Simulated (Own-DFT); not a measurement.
Simulation results for Hf₃₂O₆₃ (monoclinic hafnia with one vacancy, atoms displaced)

A calculation, not a measurement: plane-wave density functional theory by an unreviewed code, no spin, of a simulated periodic cell, stress positive in tension, run twice, with PBE and with PBEsol, both on files made for PBE, so the change isn't that of files made for PBEsol, defect cell not probed for a lower state with spin; hafnium file: forces about 75 meV/angstrom off all-electron values; oxygen file: force components 24 meV/angstrom off all-electron in one glass; forces on such cells passed a denser k mesh, this cell's mesh not checked; the far tail of each file's local potential was reset to the Coulomb form; each entry is a single point on an unrelaxed cell, so the pressure reflects the starting lattice, mostly measured values (interpolated for alloys), from which strain is counted, and rises with the displacements; printed positions are rounded, which can move forces by about a meV/angstrom; the program, named Own-DFT, is a retired in-house code; no spin-orbit coupling; stress was not checked against mesh or cutoff. Program: Own-DFT development build.

```cif
# cell vector a (Å): 10.2340 0.0000 0.0000
# cell vector b (Å): 0.0000 10.3500 0.0000
# cell vector c (Å): -1.6955 0.0000 10.4453
data_Hf32O63
_symmetry_space_group_name_H-M 'P 1'
_symmetry_Int_Tables_number 1
_cell_length_a 10.2340
_cell_length_b 10.3500
_cell_length_c 10.5820
_cell_angle_alpha 90.000
_cell_angle_beta 99.220
_cell_angle_gamma 90.000
_cell_volume 1106.39
loop_
_atom_site_label
_atom_site_type_symbol
_atom_site_fract_x
_atom_site_fract_y
_atom_site_fract_z
_atom_site_occupancy
Hf1 Hf 0.14085 0.02986 0.11046 1
Hf2 Hf 0.36592 0.27093 0.14527 1
Hf3 Hf 0.35740 0.48169 0.38495 1
Hf4 Hf 0.13411 0.23482 0.35233 1
O1 O 0.03272 0.17970 0.19072 1
O2 O 0.47425 0.40936 0.08251 1
O3 O 0.46283 0.33116 0.33483 1
O4 O 0.23503 0.38192 0.23674 1
O5 O 0.26937 0.13178 0.00989 1
O6 O 0.28097 0.11251 0.25332 1
O7 O 0.23113 0.36752 0.48843 1
Hf5 Hf 0.13715 0.01254 0.59826 1
Hf6 Hf 0.36726 0.26368 0.62816 1
Hf7 Hf 0.36273 0.47274 0.88880 1
Hf8 Hf 0.13866 0.23664 0.86562 1
O8 O 0.04476 0.16250 0.67324 1
O9 O 0.46668 0.41055 0.56807 1
O10 O 0.45888 0.33231 0.83262 1
O11 O 0.04577 0.09783 0.93759 1
O12 O 0.23158 0.36569 0.73413 1
O13 O 0.27052 0.12908 0.50042 1
O14 O 0.28574 0.11829 0.76705 1
O15 O 0.22722 0.36218 0.98580 1
Hf9 Hf 0.12813 0.51540 0.11858 1
Hf10 Hf 0.35916 0.77361 0.14929 1
Hf11 Hf 0.35178 0.96926 0.40773 1
Hf12 Hf 0.12539 0.73876 0.34835 1
O16 O 0.03279 0.66276 0.17195 1
O17 O 0.44717 0.91766 0.07096 1
O18 O 0.46212 0.84016 0.33218 1
O19 O 0.03694 0.59265 0.42816 1
O20 O 0.21709 0.88033 0.23630 1
O21 O 0.29684 0.62698 0.02696 1
O22 O 0.27598 0.61411 0.26256 1
O23 O 0.21279 0.86511 0.49322 1
Hf13 Hf 0.12548 0.51678 0.60877 1
Hf14 Hf 0.34685 0.78336 0.64579 1
Hf15 Hf 0.37076 0.98206 0.90298 1
Hf16 Hf 0.14630 0.71897 0.85553 1
O24 O 0.03413 0.66006 0.67235 1
O25 O 0.46144 0.90609 0.57344 1
O26 O 0.47435 0.83718 0.83118 1
O27 O 0.04982 0.59010 0.92301 1
O28 O 0.23087 0.87563 0.73807 1
O29 O 0.26482 0.63765 0.49772 1
O30 O 0.27674 0.61656 0.76018 1
O31 O 0.23006 0.85384 0.98586 1
Hf17 Hf 0.64069 0.02297 0.11363 1
Hf18 Hf 0.86147 0.26416 0.14408 1
Hf19 Hf 0.86761 0.48396 0.40540 1
Hf20 Hf 0.62037 0.22536 0.36605 1
O32 O 0.53613 0.15376 0.15185 1
O33 O 0.96829 0.41763 0.07885 1
O34 O 0.96377 0.33975 0.32740 1
O35 O 0.53262 0.08208 0.42637 1
O36 O 0.71145 0.39079 0.23441 1
O37 O 0.76458 0.13516 0.00248 1
O38 O 0.77028 0.10336 0.25732 1
O39 O 0.72478 0.37141 0.48540 1
Hf21 Hf 0.64307 0.02858 0.61075 1
Hf22 Hf 0.85407 0.27548 0.64835 1
Hf23 Hf 0.85423 0.48243 0.90741 1
Hf24 Hf 0.64033 0.23062 0.84741 1
O40 O 0.53900 0.16980 0.67324 1
O41 O 0.96677 0.40328 0.58649 1
O42 O 0.96505 0.33748 0.82319 1
O43 O 0.52301 0.06583 0.91639 1
O44 O 0.72824 0.37808 0.74403 1
O45 O 0.77415 0.13083 0.51105 1
O46 O 0.77310 0.12038 0.75920 1
O47 O 0.71968 0.36842 0.97376 1
Hf25 Hf 0.63592 0.51963 0.09955 1
Hf26 Hf 0.86477 0.75579 0.15554 1
Hf27 Hf 0.86307 0.98875 0.39292 1
Hf28 Hf 0.64370 0.73459 0.34991 1
O48 O 0.51964 0.68419 0.17154 1
O49 O 0.96466 0.91590 0.07355 1
O50 O 0.96548 0.81063 0.33194 1
O51 O 0.54445 0.57978 0.43769 1
O52 O 0.72336 0.88955 0.24097 1
O53 O 0.76969 0.63185 0.00836 1
O54 O 0.77725 0.63083 0.26050 1
O55 O 0.72057 0.86446 0.48952 1
Hf29 Hf 0.64307 0.51250 0.59981 1
Hf30 Hf 0.85866 0.76789 0.64265 1
Hf31 Hf 0.85286 0.98670 0.89358 1
Hf32 Hf 0.63129 0.73462 0.87066 1
O56 O 0.53548 0.66336 0.67716 1
O57 O 0.96720 0.91503 0.56989 1
O58 O 0.96773 0.83861 0.81206 1
O59 O 0.53456 0.59615 0.91954 1
O60 O 0.72524 0.87753 0.73724 1
O61 O 0.77731 0.63664 0.50656 1
O62 O 0.77091 0.61515 0.75412 1
O63 O 0.72533 0.86433 0.99278 1
_calc_functional 'PBE, then PBEsol'
_calc_potential_files 'PseudoDojo norm-conserving, scalar-relativistic, standard set'
_calc_wave_cutoff 72  # hartree
_calc_occupations 'Fermi-Dirac'
_calc_smearing_width 0.1  # eV
_calc_k_mesh '2 x 2 x 2 centred on Gamma'
_calc_PBE_pressure 9.2  # GPa
_calc_PBE_stress_xx -9.71  # GPa
_calc_PBE_stress_yy -9.79  # GPa
_calc_PBE_stress_zz -8.11  # GPa
_calc_PBE_stress_yz 0.07  # GPa
_calc_PBE_stress_xz -1.25  # GPa
_calc_PBE_stress_xy 0.26  # GPa
_calc_PBEsol_pressure 2.8  # GPa
_calc_PBEsol_stress_xx -3.33  # GPa
_calc_PBEsol_stress_yy -3.4  # GPa
_calc_PBEsol_stress_zz -1.67  # GPa
_calc_PBEsol_stress_yz 0.07  # GPa
_calc_PBEsol_stress_xz -0.84  # GPa
_calc_PBEsol_stress_xy 0.21  # GPa
_calc_rms_change_of_force_components_from_PBE_to_PBEsol 0.065  # eV/angstrom
```

Force:
```tsv
force element	PBE force x (eV/Å)	PBE force y (eV/Å)	PBE force z (eV/Å)	PBEsol force x (eV/Å)	PBEsol force y (eV/Å)	PBEsol force z (eV/Å)
Hf	-0.259	-2.009	-1.203	-0.226	-1.908	-1.187
Hf	-0.326	-1.251	-1.301	-0.352	-1.178	-1.276
Hf	0.441	1.971	3.706	0.398	1.866	3.63
Hf	1.148	-0.73	2.614	1.193	-0.627	2.451
O	0.198	-1.846	-2.8	0.189	-1.736	-2.686
O	-0.185	0.432	-0.67	-0.178	0.427	-0.69
O	0.321	-0.944	-1.136	0.32	-0.936	-1.144
O	-1.083	-1.395	-0.122	-0.996	-1.35	-0.11
O	1.212	0.024	1.403	1.114	0.04	1.386
O	-0.34	1.458	1.001	-0.406	1.428	0.947
O	-0.844	0.62	-1.221	-0.744	0.58	-1.215
Hf	-0.963	2.385	2.688	-0.898	2.299	2.728
Hf	-2.854	1.221	2.724	-2.818	1.253	2.678
Hf	-0.87	1.996	0.87	-0.866	1.903	0.861
Hf	1.318	-2.014	-4.39	1.309	-2.011	-4.284
O	-1.546	0.128	-0.509	-1.483	0.123	-0.46
O	0.427	-0.52	0.797	0.414	-0.519	0.728
O	2.736	-1.616	-0.695	2.664	-1.571	-0.712
O	-3.513	-1.432	-0.307	-3.38	-1.396	-0.246
O	-0.644	1.482	-0.347	-0.575	1.449	-0.326
O	-0.288	-0.549	0.166	-0.317	-0.525	0.17
O	-0.361	0.545	-1.322	-0.393	0.54	-1.27
O	0.638	2.59	1.977	0.693	2.492	1.91
Hf	4.923	2.108	-2.606	4.817	2.113	-2.56
Hf	-2.465	0.836	-1.018	-2.405	0.84	-1.024
Hf	1.305	0.213	-2.522	1.279	0.151	-2.449
Hf	6.953	-2.911	1.61	6.817	-2.906	1.575
O	-0.155	-0.134	-0.086	-0.163	-0.114	-0.022
O	2.748	0.544	3.207	2.656	0.538	3.078
O	0.47	-0.229	0.156	0.439	-0.225	0.122
O	-2.159	-2.505	-0.007	-2.128	-2.462	0.042
O	-0.638	-0.307	1.203	-0.563	-0.309	1.185
O	-1.482	-2.144	-1.668	-1.487	-2.056	-1.62
O	-1.021	1.095	-0.675	-1.052	1.032	-0.653
O	0.33	1.325	-0.816	0.405	1.307	-0.773
Hf	3.902	0.452	-0.047	3.789	0.517	-0.066
Hf	4.029	-5.309	0.219	3.914	-5.128	0.209
Hf	-5.757	-2.544	-2.734	-5.609	-2.544	-2.658
Hf	0.522	3.091	0.214	0.526	2.977	0.198
O	-0.614	0.286	-0.066	-0.577	0.268	-0.036
O	0.828	1.941	0.406	0.742	1.906	0.342
O	-1.748	0.544	-0.866	-1.706	0.519	-0.855
O	-2.895	-3.037	1.905	-2.794	-2.957	1.904
O	-1.898	1.123	0.34	-1.78	1.081	0.284
O	0.482	-0.788	1.478	0.393	-0.749	1.424
O	-0.137	-0.496	-0.11	-0.213	-0.477	-0.079
O	-1.598	1.293	0.305	-1.479	1.228	0.305
Hf	-0.098	-4.356	-4.264	-0.072	-4.208	-4.177
Hf	-1.558	1.49	0.737	-1.479	1.501	0.74
Hf	-0.661	0.441	-1.109	-0.642	0.408	-1.053
Hf	2.528	0.82	-2	2.441	0.769	-1.934
O	-2.963	4.358	3.014	-2.895	4.242	2.979
O	-2.515	-1.798	0.037	-2.46	-1.734	0.002
O	-0.435	0.135	0.12	-0.4	0.102	0.078
O	-0.808	-0.422	0.516	-0.759	-0.388	0.563
O	1.763	-1.593	0.461	1.767	-1.524	0.412
O	0.728	-0.429	0.884	0.657	-0.423	0.854
O	1.054	4.495	0.302	0.987	4.339	0.293
O	0.219	-0.657	0.407	0.251	-0.636	0.427
Hf	-0.665	-3.876	-1.133	-0.626	-3.721	-1.12
Hf	2.547	-1.894	0.668	2.48	-1.78	0.68
Hf	2.082	1.113	-3.828	1.986	1.023	-3.738
Hf	-2.948	-0.161	1.083	-2.832	-0.167	1.031
O	0.541	-0.461	-0.572	0.557	-0.441	-0.515
O	0.008	1.587	-1.938	-0.011	1.58	-1.922
O	-0.884	0.691	1.011	-0.878	0.644	0.939
O	7.241	4.805	0.383	7.062	4.676	0.439
O	-0.653	-0.815	-0.327	-0.57	-0.831	-0.311
O	0.141	-0.384	-0.168	0.054	-0.398	-0.154
O	0.456	0.585	-0.108	0.357	0.574	-0.107
O	0.072	1.098	2.57	0.136	1.086	2.484
Hf	-1.858	1.406	0.444	-1.803	1.381	0.41
Hf	-0.537	3.72	-2.993	-0.528	3.633	-2.88
Hf	-0.034	-2.376	1.698	-0.26	-2.447	1.657
Hf	-2.957	0.026	1.196	-2.86	0.006	1.164
O	5.417	-3.487	0.68	5.275	-3.373	0.713
O	-0.249	0.396	0.686	-0.248	0.421	0.625
O	-5.753	4.434	-0.027	-5.619	4.289	-0.095
O	-0.64	0.966	-3.383	-0.605	0.903	-3.24
O	0.655	-2.663	0.987	0.69	-2.589	0.989
O	1.37	-1.588	1.323	1.273	-1.574	1.3
O	-0.393	-1.612	0.088	-0.417	-1.521	0.084
O	0.621	1.821	0.015	0.679	1.76	0
Hf	-2.648	3.691	1.934	-2.598	3.669	1.845
Hf	-0.03	0.871	1.52	-0.045	0.9	1.513
Hf	2.807	-3.758	1.015	2.707	-3.728	1.012
Hf	1.387	0.368	-5.569	1.331	0.315	-5.468
O	-0.178	-0.309	-0.307	-0.133	-0.291	-0.251
O	-0.453	0.264	-0.775	-0.426	0.289	-0.805
O	-0.321	0.743	1.244	-0.35	0.683	1.15
O	-2.228	-3.915	1.925	-2.15	-3.822	1.927
O	-0.206	1.37	0.198	-0.132	1.369	0.182
O	0.775	-2.005	-0.54	0.708	-1.964	-0.531
O	1.249	-0.148	1.232	1.169	-0.16	1.185
O	0.723	2.02	0.919	0.749	1.966	0.869
```
